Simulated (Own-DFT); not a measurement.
# Computed records: Si2SnGe13 (diamond-structure random alloy, atoms displaced)

All values are calculated (Own-DFT development build). A calculation, not a measurement: plane-wave density functional theory by an unreviewed code, no spin, of a simulated periodic cell, stress positive in tension, run twice, with PBE and with PBEsol, both on files made for PBE, so the change isn't that of files made for PBEsol, forces on such cells moved up to 12 meV/angstrom on a denser k mesh; the far tail of each file's local potential was reset to the Coulomb form; each entry is a single point on an unrelaxed cell, so the pressure reflects the starting lattice, mostly measured values (interpolated for alloys), from which strain is counted, and rises with the displacements; printed positions are rounded, which can move forces by about a meV/angstrom; the program, named Own-DFT, is a retired in-house code; no spin-orbit coupling; stress was not checked against mesh or cutoff.

Settings shared by all entries: functional PBE, then PBEsol; potential files PseudoDojo norm-conserving, scalar-relativistic, standard set; wave cutoff 49 hartree; occupations Fermi-Dirac; smearing width 0.1 eV; k mesh 3 x 3 x 3 centred on Gamma.

(1) Si2SnGe13 (diamond-structure random alloy, atoms displaced)

```cif
# cell vector a (Å): 11.3631 0.0000 0.0000
# cell vector b (Å): 0.0000 11.3631 0.0000
# cell vector c (Å): 0.0000 0.0000 11.3631
data_Si2SnGe13
_symmetry_space_group_name_H-M 'P 1'
_symmetry_Int_Tables_number 1
_cell_length_a 11.3631
_cell_length_b 11.3631
_cell_length_c 11.3631
_cell_angle_alpha 90.000
_cell_angle_beta 90.000
_cell_angle_gamma 90.000
_cell_volume 1467.20
loop_
_atom_site_label
_atom_site_type_symbol
_atom_site_fract_x
_atom_site_fract_y
_atom_site_fract_z
_atom_site_occupancy
Ge1 Ge 0.00675 0.99626 0.00834 1
Ge2 Ge 0.01486 0.24176 0.25708 1
Ge3 Ge 0.25271 0.99483 0.24279 1
Si1 Si 0.24625 0.25297 0.00530 1
Ge4 Ge 0.11932 0.12848 0.12417 1
Ge5 Ge 0.11881 0.37012 0.37338 1
Ge6 Ge 0.37616 0.13010 0.38013 1
Ge7 Ge 0.37192 0.37376 0.11910 1
Ge8 Ge 0.00424 0.99897 0.49650 1
Sn1 Sn 0.00717 0.25934 0.74288 1
Ge9 Ge 0.25476 0.00390 0.74085 1
Si2 Si 0.26911 0.25353 0.49816 1
Sn2 Sn 0.12247 0.11769 0.63886 1
Ge10 Ge 0.14264 0.37457 0.86439 1
Ge11 Ge 0.38016 0.11830 0.87373 1
Ge12 Ge 0.37739 0.37622 0.62648 1
Ge13 Ge 0.00862 0.49692 0.00294 1
Ge14 Ge 0.98437 0.75328 0.25065 1
Ge15 Ge 0.25968 0.50194 0.24880 1
Ge16 Ge 0.26047 0.74767 0.02111 1
Ge17 Ge 0.11671 0.62506 0.11472 1
Ge18 Ge 0.12292 0.87094 0.36536 1
Ge19 Ge 0.37913 0.62035 0.37903 1
Ge20 Ge 0.37681 0.88217 0.13151 1
Ge21 Ge 0.98514 0.50507 0.50882 1
Ge22 Ge 0.99876 0.75069 0.76053 1
Ge23 Ge 0.25383 0.48851 0.74767 1
Ge24 Ge 0.24518 0.74696 0.49667 1
Ge25 Ge 0.11561 0.61268 0.61956 1
Sn3 Sn 0.12543 0.88199 0.88777 1
Ge26 Ge 0.36523 0.62034 0.87473 1
Ge27 Ge 0.36560 0.87334 0.63513 1
Si3 Si 0.50323 0.00278 0.00018 1
Ge28 Ge 0.52066 0.24928 0.25141 1
Ge29 Ge 0.76249 0.00427 0.24265 1
Si4 Si 0.75536 0.24929 0.99999 1
Ge30 Ge 0.62114 0.12511 0.11758 1
Ge31 Ge 0.62391 0.37300 0.37001 1
Ge32 Ge 0.88396 0.12956 0.36446 1
Sn4 Sn 0.87067 0.37268 0.12985 1
Si5 Si 0.50024 0.00021 0.50376 1
Ge33 Ge 0.49343 0.25468 0.74921 1
Ge34 Ge 0.75216 0.00031 0.75056 1
Ge35 Ge 0.75666 0.25079 0.50176 1
Si6 Si 0.61669 0.12023 0.61311 1
Ge36 Ge 0.62098 0.37294 0.86924 1
Ge37 Ge 0.89003 0.12343 0.88902 1
Ge38 Ge 0.87262 0.37910 0.62396 1
Ge39 Ge 0.49827 0.49565 0.00661 1
Ge40 Ge 0.50173 0.74447 0.24414 1
Ge41 Ge 0.75459 0.50503 0.25774 1
Ge42 Ge 0.75732 0.76206 0.99626 1
Ge43 Ge 0.62701 0.61739 0.11799 1
Ge44 Ge 0.61613 0.85791 0.37603 1
Ge45 Ge 0.88656 0.62485 0.37682 1
Si7 Si 0.86389 0.87605 0.12930 1
Si8 Si 0.49883 0.50379 0.50765 1
Ge46 Ge 0.49834 0.76383 0.76540 1
Ge47 Ge 0.76152 0.49083 0.74442 1
Ge48 Ge 0.74377 0.75097 0.49270 1
Ge49 Ge 0.60246 0.61292 0.61540 1
Ge50 Ge 0.62840 0.87363 0.86496 1
Ge51 Ge 0.87378 0.62596 0.88060 1
Ge52 Ge 0.87210 0.88416 0.62585 1
```

* PBE pressure: 5.45 GPa
* PBE stress xx: -5.35 GPa
* PBE stress yy: -5.75 GPa
* PBE stress zz: -5.26 GPa
* PBE stress yz: -2.35 GPa
* PBE stress xz: -0.71 GPa
* PBE stress xy: -0.38 GPa
* PBEsol pressure: 2.6 GPa
* PBEsol stress xx: -2.5 GPa
* PBEsol stress yy: -2.89 GPa
* PBEsol stress zz: -2.42 GPa
* PBEsol stress yz: -2.26 GPa
* PBEsol stress xz: -0.68 GPa
* PBEsol stress xy: -0.36 GPa
* rms change of force components from PBE to PBEsol: 0.053 eV/Å

Force:
```csv
force element,PBE force x (eV/Å),PBE force y (eV/Å),PBE force z (eV/Å),PBEsol force x (eV/Å),PBEsol force y (eV/Å),PBEsol force z (eV/Å)
Ge,-2.677,1.023,2.278,-2.56,1.045,2.175
Ge,-0.811,0.625,-0.73,-0.792,0.596,-0.699
Ge,-0.924,1.773,1.302,-0.9,1.7,1.251
Si,0.464,-0.878,-0.991,0.451,-0.852,-0.971
Ge,1.623,-0.443,-0.209,1.525,-0.468,-0.166
Ge,1.882,1.351,1.502,1.793,1.3,1.415
Ge,1.059,-0.994,-0.979,1.046,-0.974,-1.004
Ge,0.533,-0.842,1.207,0.554,-0.749,1.193
Ge,-0.859,-0.598,-0.942,-0.838,-0.582,-0.907
Sn,-2.675,1.455,2.641,-2.586,1.418,2.578
Ge,1.663,-1.297,3.097,1.625,-1.267,3.012
Si,-2.197,0.405,0.313,-2.142,0.402,0.305
Sn,1.643,-0.056,-4.843,1.582,-0.093,-4.688
Ge,-0.766,-0.047,3.075,-0.764,-0.008,2.93
Ge,-0.682,0.842,0.643,-0.677,0.827,0.545
Ge,0.384,0.042,-1.092,0.369,0.039,-0.966
Ge,-0.268,-0.487,-2.005,-0.252,-0.438,-1.929
Ge,1.288,-0.046,-1.213,1.284,-0.084,-1.122
Ge,-1.655,-0.198,-0.044,-1.588,-0.195,-0.048
Ge,-0.41,-0.312,-1.26,-0.414,-0.303,-1.221
Ge,0.913,0.803,2.298,0.893,0.772,2.205
Ge,0.058,0.187,0.384,0.047,0.185,0.378
Ge,0.038,0.441,-0.018,-0.003,0.458,-0.062
Ge,1.779,-0.637,-0.888,1.668,-0.665,-0.83
Ge,1.185,-1.39,-1.459,1.147,-1.334,-1.403
Ge,-0.443,-0.515,-1.619,-0.442,-0.502,-1.554
Ge,0.127,2.238,-1.151,0.12,2.146,-1.101
Ge,0.026,-0.287,0.3,0.026,-0.284,0.287
Ge,1.27,1.5,1.532,1.216,1.444,1.472
Sn,2.661,-1.85,-1.631,2.563,-1.791,-1.581
Ge,1.033,0.619,0.665,1.008,0.599,0.659
Ge,1.373,-0.467,-1.697,1.301,-0.453,-1.602
Si,-0.131,-0.979,-0.504,-0.127,-0.959,-0.496
Ge,-2.743,-0.627,-0.84,-2.637,-0.603,-0.81
Ge,-2.258,0.06,0.933,-2.2,0.121,0.931
Si,-1.614,-1.044,-1.381,-1.58,-1.029,-1.35
Ge,1.592,-0.067,-0.107,1.552,-0.039,-0.028
Ge,0.957,1.525,1.996,0.954,1.44,1.89
Ge,-0.664,-0.741,1.576,-0.628,-0.716,1.516
Sn,1.231,-0.364,0.32,1.239,-0.303,0.356
Si,-0.798,-1.13,-0.687,-0.841,-1.165,-0.728
Ge,0.979,-1.375,-0.358,0.92,-1.29,-0.32
Ge,-0.258,1.677,-0.119,-0.22,1.565,-0.098
Ge,-0.994,-0.715,-0.685,-0.927,-0.651,-0.692
Si,1.074,0.871,1.412,1.106,0.916,1.436
Ge,1.15,0.018,0.749,1.079,0.032,0.697
Ge,-1.674,0.26,-0.583,-1.593,0.215,-0.579
Ge,-0.398,-0.746,-1.153,-0.386,-0.703,-1.122
Ge,-0.035,0.089,-1.663,-0.033,0.082,-1.602
Ge,-0.371,-0.396,-0.109,-0.35,-0.374,-0.085
Ge,-1.058,0.729,0.457,-1.019,0.696,0.437
Ge,-1.106,-1.082,0.208,-1.099,-1.095,0.145
Ge,0.76,1.098,0.442,0.713,1.06,0.445
Ge,0.226,2.527,-0.461,0.24,2.379,-0.458
Ge,-1.964,0.57,0.2,-1.921,0.55,0.191
Si,1.546,0.038,-0.674,1.514,0.035,-0.662
Si,-1.791,-2.919,-2.769,-1.763,-2.864,-2.718
Ge,-1.583,-2.729,-1.818,-1.54,-2.628,-1.763
Ge,-2.584,1.936,1.342,-2.495,1.853,1.298
Ge,0.859,-1.054,1.515,0.823,-1.011,1.442
Ge,3.56,3.154,3.045,3.517,3.122,2.997
Ge,0.751,1.589,2.079,0.749,1.509,1.985
Ge,0.368,-0.657,-0.289,0.371,-0.618,-0.287
Ge,0.336,-1.475,-0.542,0.32,-1.417,-0.518
```

(2) Si2SnGe13 (diamond-structure random alloy, atoms displaced)

```cif
# cell vector a (Å): 11.3631 0.0000 0.0000
# cell vector b (Å): 0.0000 11.3631 0.0000
# cell vector c (Å): 0.0000 0.0000 11.3631
data_Si2SnGe13
_symmetry_space_group_name_H-M 'P 1'
_symmetry_Int_Tables_number 1
_cell_length_a 11.3631
_cell_length_b 11.3631
_cell_length_c 11.3631
_cell_angle_alpha 90.000
_cell_angle_beta 90.000
_cell_angle_gamma 90.000
_cell_volume 1467.20
loop_
_atom_site_label
_atom_site_type_symbol
_atom_site_fract_x
_atom_site_fract_y
_atom_site_fract_z
_atom_site_occupancy
Ge1 Ge 0.00258 0.00208 0.98722 1
Si1 Si 0.98891 0.24669 0.25165 1
Si2 Si 0.25734 0.99032 0.25859 1
Ge2 Ge 0.23211 0.24621 0.00810 1
Ge3 Ge 0.11970 0.13253 0.11833 1
Ge4 Ge 0.11622 0.37517 0.37279 1
Ge5 Ge 0.37887 0.12130 0.37990 1
Ge6 Ge 0.37247 0.38040 0.12211 1
Sn1 Sn 0.99207 0.00072 0.51328 1
Si3 Si 0.00639 0.25349 0.74546 1
Ge7 Ge 0.24158 0.01004 0.74160 1
Ge8 Ge 0.24011 0.25132 0.51736 1
Ge9 Ge 0.11890 0.12758 0.62255 1
Ge10 Ge 0.11956 0.36619 0.87601 1
Ge11 Ge 0.37871 0.12134 0.87255 1
Ge12 Ge 0.37363 0.35768 0.62476 1
Ge13 Ge 0.99385 0.49790 0.00027 1
Ge14 Ge 0.00224 0.75290 0.25328 1
Ge15 Ge 0.24969 0.49795 0.23836 1
Ge16 Ge 0.24479 0.73687 0.00437 1
Si4 Si 0.12085 0.62013 0.11755 1
Ge17 Ge 0.12066 0.88368 0.37390 1
Ge18 Ge 0.36887 0.62816 0.39245 1
Ge19 Ge 0.36466 0.86476 0.12639 1
Ge20 Ge 0.99596 0.50558 0.49513 1
Sn2 Sn 0.99259 0.73598 0.75410 1
Ge21 Ge 0.24359 0.49759 0.75186 1
Ge22 Ge 0.26560 0.75096 0.49795 1
Si5 Si 0.13389 0.63085 0.62655 1
Ge23 Ge 0.12776 0.88324 0.87844 1
Sn3 Sn 0.36467 0.63551 0.88443 1
Ge24 Ge 0.38714 0.87598 0.62870 1
Ge25 Ge 0.49531 0.99801 0.01038 1
Ge26 Ge 0.50275 0.25596 0.24149 1
Ge27 Ge 0.75422 0.00663 0.23565 1
Ge28 Ge 0.75485 0.25289 0.98955 1
Ge29 Ge 0.63147 0.11736 0.12814 1
Ge30 Ge 0.61521 0.37272 0.37794 1
Ge31 Ge 0.86516 0.12693 0.37631 1
Ge32 Ge 0.87154 0.37414 0.12714 1
Si6 Si 0.50825 0.01062 0.49550 1
Ge33 Ge 0.48966 0.24961 0.76344 1
Ge34 Ge 0.74342 0.01746 0.75892 1
Si7 Si 0.74862 0.26223 0.48555 1
Ge35 Ge 0.62362 0.13398 0.61675 1
Ge36 Ge 0.61576 0.37092 0.87613 1
Ge37 Ge 0.87457 0.11459 0.85600 1
Ge38 Ge 0.87661 0.37342 0.62070 1
Ge39 Ge 0.50051 0.50207 0.00136 1
Ge40 Ge 0.50205 0.76210 0.24561 1
Ge41 Ge 0.76569 0.49439 0.25909 1
Ge42 Ge 0.74257 0.74372 0.99220 1
Ge43 Ge 0.62839 0.62109 0.12842 1
Ge44 Ge 0.62828 0.88138 0.38015 1
Ge45 Ge 0.86714 0.62708 0.38308 1
Ge46 Ge 0.88282 0.87473 0.13119 1
Sn4 Sn 0.50085 0.48669 0.50726 1
Ge47 Ge 0.49953 0.73442 0.75333 1
Ge48 Ge 0.74712 0.50148 0.73355 1
Ge49 Ge 0.74338 0.74110 0.51134 1
Ge50 Ge 0.60600 0.62573 0.61386 1
Si8 Si 0.62536 0.88323 0.86978 1
Ge51 Ge 0.88390 0.61023 0.87049 1
Ge52 Ge 0.87136 0.87204 0.61380 1
```

- PBE pressure: 5.46 GPa
- PBE stress xx: -5.68 GPa
- PBE stress yy: -5.5 GPa
- PBE stress zz: -5.19 GPa
- PBE stress yz: -0.39 GPa
- PBE stress xz: 0.55 GPa
- PBE stress xy: -0.51 GPa
- PBEsol pressure: 2.61 GPa
- PBEsol stress xx: -2.82 GPa
- PBEsol stress yy: -2.65 GPa
- PBEsol stress zz: -2.34 GPa
- PBEsol stress yz: -0.38 GPa
- PBEsol stress xz: 0.55 GPa
- PBEsol stress xy: -0.49 GPa
- rms change of force components from PBE to PBEsol: 0.055 eV/Å

Force:
```csv
force element,PBE force x (eV/Å),PBE force y (eV/Å),PBE force z (eV/Å),PBEsol force x (eV/Å),PBEsol force y (eV/Å),PBEsol force z (eV/Å)
Ge,-0.812,0.261,1.509,-0.77,0.251,1.451
Si,0.722,0.038,-0.093,0.703,0.041,-0.093
Si,-0.637,1.2,-0.862,-0.615,1.162,-0.836
Ge,3.102,1.245,-1.738,2.977,1.212,-1.685
Ge,-1.317,-2.252,2.706,-1.266,-2.167,2.537
Ge,0.378,-0.26,-0.421,0.374,-0.214,-0.372
Ge,-0.692,0.875,-0.478,-0.666,0.893,-0.468
Ge,0.117,-0.995,-0.73,0.112,-0.949,-0.696
Sn,0.554,0.932,-2.791,0.544,0.902,-2.719
Si,-1.326,-0.572,-0.027,-1.292,-0.562,-0.026
Ge,1.419,-1.223,0.763,1.372,-1.18,0.751
Ge,0.197,-0.252,-3.005,0.197,-0.248,-2.885
Ge,0.423,1.177,1.774,0.461,1.114,1.702
Ge,-0.045,0.923,0.032,-0.003,0.927,0.078
Ge,-1.745,-0.56,1.422,-1.685,-0.525,1.36
Ge,-0.818,0.788,2.275,-0.798,0.749,2.215
Ge,0.874,-0.816,0.546,0.807,-0.816,0.48
Ge,0.191,-1.028,0.05,0.149,-0.941,0.073
Ge,-0.689,0.946,1.713,-0.636,0.872,1.67
Ge,-3.134,3.763,2.331,-2.984,3.698,2.229
Si,-0.583,-0.092,1.075,-0.565,-0.095,1.047
Ge,1.372,-1.132,0.052,1.29,-1.137,0.07
Ge,1.434,-1.512,-3.86,1.38,-1.441,-3.719
Ge,-0.005,0.749,0.015,0.043,0.686,-0.006
Ge,1.136,0.149,1.097,1.061,0.115,1.033
Sn,1.993,3.059,-1.549,1.897,2.991,-1.467
Ge,-0.08,-0.731,-0.892,-0.061,-0.735,-0.826
Ge,-2.776,2.204,1.897,-2.639,2.136,1.82
Si,0.289,-1.041,-1.357,0.285,-1.025,-1.329
Ge,0.734,-1.124,-0.623,0.688,-1.071,-0.597
Sn,1.826,-3.292,-2.103,1.786,-3.211,-2.046
Ge,-0.178,0.737,-0.43,-0.206,0.667,-0.413
Ge,0.155,-0.593,-0.901,0.133,-0.55,-0.856
Ge,-0.524,-1.045,0.364,-0.498,-1.003,0.369
Ge,0.754,-1.635,2.323,0.728,-1.576,2.252
Ge,-0.267,-0.917,0.329,-0.275,-0.882,0.324
Ge,-1.198,2.057,-1.683,-1.159,1.98,-1.618
Ge,2.343,-0.755,-2.498,2.242,-0.712,-2.45
Ge,-0.173,0.639,-0.832,-0.173,0.564,-0.822
Ge,0.622,-0.665,-0.273,0.577,-0.602,-0.289
Si,-0.304,-1.138,0.785,-0.298,-1.11,0.768
Ge,1.137,-0.174,-1.576,1.095,-0.167,-1.529
Ge,-2.116,-2.742,-3.085,-2.008,-2.6,-3.004
Si,0.152,-0.891,1.387,0.147,-0.867,1.357
Ge,0.277,0.778,0.53,0.278,0.754,0.582
Ge,1.034,1.088,-0.404,0.986,1.04,-0.389
Ge,2.646,3.007,2.109,2.527,2.873,2.062
Ge,0.025,-0.222,-0.4,0.016,-0.141,-0.401
Ge,0.487,-0.443,0.512,0.465,-0.437,0.508
Ge,0.219,-1.343,1.244,0.209,-1.291,1.196
Ge,-2.148,0.309,-0.235,-2.08,0.307,-0.232
Ge,0.98,0.646,0,0.966,0.585,0.038
Ge,0.114,0.03,0.55,0.104,0.042,0.507
Ge,0.347,-0.001,-0.671,0.349,-0.039,-0.689
Ge,0.81,0.621,-0.528,0.786,0.568,-0.501
Ge,-0.583,-0.098,-1.857,-0.565,-0.081,-1.782
Sn,-2.448,0.014,-0.835,-2.374,0.027,-0.811
Ge,1.222,2.988,-0.426,1.152,2.877,-0.46
Ge,-0.515,-0.323,1.089,-0.479,-0.315,1.051
Ge,-0.339,1.171,-1.318,-0.321,1.136,-1.291
Ge,2.467,1.095,2.428,2.409,1.064,2.371
Si,-0.574,-0.919,0.638,-0.559,-0.898,0.626
Ge,-3.793,-1.154,1.598,-3.671,-1.121,1.552
Ge,-2.732,-1.551,3.336,-2.647,-1.523,3.232
```

(3) Si2SnGe13 (diamond-structure random alloy, atoms displaced)

```cif
# cell vector a (Å): 11.3631 0.0000 0.0000
# cell vector b (Å): 0.0000 11.3631 0.0000
# cell vector c (Å): 0.0000 0.0000 11.3631
data_Si2SnGe13
_symmetry_space_group_name_H-M 'P 1'
_symmetry_Int_Tables_number 1
_cell_length_a 11.3631
_cell_length_b 11.3631
_cell_length_c 11.3631
_cell_angle_alpha 90.000
_cell_angle_beta 90.000
_cell_angle_gamma 90.000
_cell_volume 1467.20
loop_
_atom_site_label
_atom_site_type_symbol
_atom_site_fract_x
_atom_site_fract_y
_atom_site_fract_z
_atom_site_occupancy
Ge1 Ge 0.99514 0.00220 0.99670 1
Sn1 Sn 0.99499 0.24461 0.24269 1
Ge2 Ge 0.23525 0.99704 0.26731 1
Ge3 Ge 0.25196 0.24071 0.00019 1
Ge4 Ge 0.13598 0.13585 0.12902 1
Si1 Si 0.14014 0.38022 0.37373 1
Ge5 Ge 0.37182 0.12213 0.37947 1
Ge6 Ge 0.37158 0.38111 0.12204 1
Ge7 Ge 0.99982 0.00209 0.49956 1
Ge8 Ge 0.01088 0.24065 0.74776 1
Ge9 Ge 0.25637 0.98798 0.74885 1
Ge10 Ge 0.25347 0.25339 0.50089 1
Ge11 Ge 0.11914 0.12178 0.62171 1
Ge12 Ge 0.12613 0.37340 0.86452 1
Ge13 Ge 0.37550 0.11866 0.86971 1
Ge14 Ge 0.38441 0.37803 0.62720 1
Ge15 Ge 0.00154 0.48944 0.00466 1
Ge16 Ge 0.99604 0.74862 0.24524 1
Ge17 Ge 0.24603 0.49788 0.25030 1
Si2 Si 0.25761 0.75647 0.99723 1
Ge18 Ge 0.11932 0.62123 0.12997 1
Sn2 Sn 0.12003 0.89714 0.37868 1
Ge19 Ge 0.36472 0.62919 0.37256 1
Ge20 Ge 0.38103 0.87319 0.13022 1
Ge21 Ge 0.99413 0.49384 0.50448 1
Ge22 Ge 0.00180 0.75248 0.74525 1
Ge23 Ge 0.25113 0.50082 0.74406 1
Si3 Si 0.24610 0.74179 0.47941 1
Ge24 Ge 0.13193 0.61967 0.63880 1
Ge25 Ge 0.12854 0.87040 0.87206 1
Ge26 Ge 0.37847 0.63168 0.85580 1
Ge27 Ge 0.37410 0.87583 0.62688 1
Ge28 Ge 0.50150 0.99815 0.99474 1
Ge29 Ge 0.50627 0.24988 0.24937 1
Ge30 Ge 0.75674 0.99982 0.25237 1
Ge31 Ge 0.75441 0.23978 0.98680 1
Ge32 Ge 0.63357 0.11748 0.12682 1
Ge33 Ge 0.62745 0.36907 0.37318 1
Ge34 Ge 0.87213 0.13756 0.37069 1
Ge35 Ge 0.87660 0.38412 0.14207 1
Ge36 Ge 0.50189 0.99853 0.49961 1
Ge37 Ge 0.50249 0.25155 0.74968 1
Si4 Si 0.75306 0.99779 0.75118 1
Ge38 Ge 0.75316 0.25351 0.49387 1
Si5 Si 0.63390 0.12089 0.61694 1
Ge39 Ge 0.61575 0.38458 0.88481 1
Ge40 Ge 0.87766 0.13834 0.87666 1
Sn3 Sn 0.86434 0.38737 0.62505 1
Sn4 Sn 0.50692 0.50358 0.00959 1
Ge41 Ge 0.50976 0.76211 0.25004 1
Ge42 Ge 0.75893 0.50468 0.24315 1
Ge43 Ge 0.75755 0.74817 0.00298 1
Ge44 Ge 0.63000 0.61540 0.13297 1
Ge45 Ge 0.61994 0.86621 0.39672 1
Ge46 Ge 0.87036 0.61433 0.38649 1
Ge47 Ge 0.87085 0.87334 0.12236 1
Ge48 Ge 0.49359 0.48841 0.50440 1
Si6 Si 0.49317 0.74815 0.74528 1
Ge49 Ge 0.75366 0.48995 0.73490 1
Ge50 Ge 0.75458 0.74085 0.49986 1
Ge51 Ge 0.61117 0.63099 0.62647 1
Si7 Si 0.62031 0.87390 0.86940 1
Si8 Si 0.87444 0.61516 0.87646 1
Ge52 Ge 0.88419 0.87942 0.63863 1
```

- PBE pressure: 6.16 GPa
- PBE stress xx: -6.49 GPa
- PBE stress yy: -5.89 GPa
- PBE stress zz: -6.09 GPa
- PBE stress yz: -0.77 GPa
- PBE stress xz: 2.83 GPa
- PBE stress xy: 1.43 GPa
- PBEsol pressure: 3.29 GPa
- PBEsol stress xx: -3.61 GPa
- PBEsol stress yy: -3.04 GPa
- PBEsol stress zz: -3.22 GPa
- PBEsol stress yz: -0.73 GPa
- PBEsol stress xz: 2.73 GPa
- PBEsol stress xy: 1.35 GPa
- rms change of force components from PBE to PBEsol: 0.064 eV/Å

Force:
```csv
force element,PBE force x (eV/Å),PBE force y (eV/Å),PBE force z (eV/Å),PBEsol force x (eV/Å),PBEsol force y (eV/Å),PBEsol force z (eV/Å)
Ge,1.04,0.031,0.325,0.998,0.03,0.305
Sn,2.366,1.59,1.208,2.264,1.522,1.149
Ge,5.829,4.192,-5.758,5.67,4.11,-5.588
Ge,0.745,1.474,-1.229,0.713,1.423,-1.181
Ge,-0.099,-2.851,-0.884,-0.102,-2.754,-0.855
Si,-1.741,-0.761,1.049,-1.697,-0.741,1.032
Ge,0.593,0.325,-0.571,0.561,0.309,-0.54
Ge,-0.776,-1.935,1.125,-0.751,-1.874,1.1
Ge,-3.582,2.336,2.301,-3.451,2.279,2.245
Ge,-1.109,1.047,0.055,-1.065,1.008,0.071
Ge,-1.312,1.317,0.09,-1.259,1.262,0.089
Ge,-0.208,0.114,0.427,-0.164,0.069,0.433
Ge,1.886,-0.324,-0.061,1.808,-0.309,-0.058
Ge,0.434,-0.276,1.293,0.412,-0.279,1.252
Ge,0.182,0.376,0.089,0.175,0.36,0.101
Ge,-1.711,-1.414,0.735,-1.655,-1.359,0.705
Ge,-0.191,0.707,-0.848,-0.168,0.664,-0.781
Ge,-0.622,-0.167,0.842,-0.605,-0.169,0.792
Ge,0.491,0.678,-0.36,0.513,0.703,-0.397
Si,-0.337,-1.072,0.298,-0.325,-1.043,0.28
Ge,0.963,0.57,-1.253,0.903,0.52,-1.175
Sn,-2.429,-6.942,1.649,-2.394,-6.699,1.584
Ge,2.176,-1.057,-0.976,2.135,-1.075,-0.993
Ge,-1.176,0.86,-0.555,-1.091,0.847,-0.509
Ge,3.659,1.376,-1.588,3.494,1.366,-1.52
Ge,0.306,-1.634,1.649,0.334,-1.55,1.567
Ge,1.186,-1.148,1.051,1.144,-1.102,1.006
Si,-0.626,0.936,3.22,-0.61,0.911,3.152
Ge,-1.373,1.534,-2.963,-1.349,1.465,-2.831
Ge,-0.343,0.327,0.834,-0.361,0.352,0.756
Ge,-1.089,-0.315,2.165,-1.089,-0.365,2.101
Ge,0.32,-1.462,-1.715,0.3,-1.348,-1.651
Ge,0.282,-0.1,0.447,0.241,-0.068,0.459
Ge,-0.968,-0.482,-0.512,-0.921,-0.46,-0.484
Ge,-0.825,-0.836,0.918,-0.79,-0.786,0.862
Ge,-1.994,2.638,2.611,-1.93,2.538,2.519
Ge,-0.451,0.46,-0.731,-0.43,0.448,-0.707
Ge,-0.079,1.182,-0.258,-0.074,1.121,-0.242
Ge,-0.754,-2.642,1.762,-0.74,-2.56,1.704
Ge,-0.708,-0.65,-3.626,-0.673,-0.609,-3.507
Ge,-0.496,0.766,1.088,-0.511,0.693,1.019
Ge,0.701,-0.661,0.076,0.64,-0.597,0.098
Si,-0.645,0.676,0.313,-0.555,0.66,0.308
Ge,-1.271,-1.167,0.311,-1.208,-1.096,0.246
Si,-0.102,0.18,0.723,-0.131,0.213,0.664
Ge,3.028,-2.925,-2.987,2.941,-2.856,-2.907
Ge,1.116,-2.493,-1.769,1.105,-2.384,-1.673
Sn,4.4,-6.203,-2.426,4.279,-6.027,-2.397
Sn,-2.818,1.634,-0.925,-2.718,1.561,-0.896
Ge,-0.208,-1.765,0.546,-0.209,-1.708,0.534
Ge,-1.303,-0.088,2.451,-1.254,-0.093,2.366
Ge,-1.386,-0.683,-1.304,-1.333,-0.653,-1.193
Ge,1.109,3.481,0.859,1.096,3.373,0.837
Ge,1.383,0.574,-1.645,1.322,0.551,-1.597
Ge,0.993,0.748,-1.48,0.947,0.721,-1.428
Ge,0.784,0.532,0.293,0.756,0.509,0.287
Ge,1.178,2.092,-1.844,1.141,2.017,-1.758
Si,1.147,1.792,-0.088,1.083,1.717,-0.127
Ge,-5.971,5.801,6.505,-5.832,5.624,6.305
Ge,-0.357,0.863,1.708,-0.373,0.819,1.64
Ge,1.122,-1.039,-0.506,1.131,-1.054,-0.54
Si,0.593,-0.584,-0.024,0.57,-0.566,0.05
Si,0.3,0.308,-0.46,0.293,0.302,-0.443
Ge,-1.253,0.158,-1.67,-1.151,0.117,-1.643
```
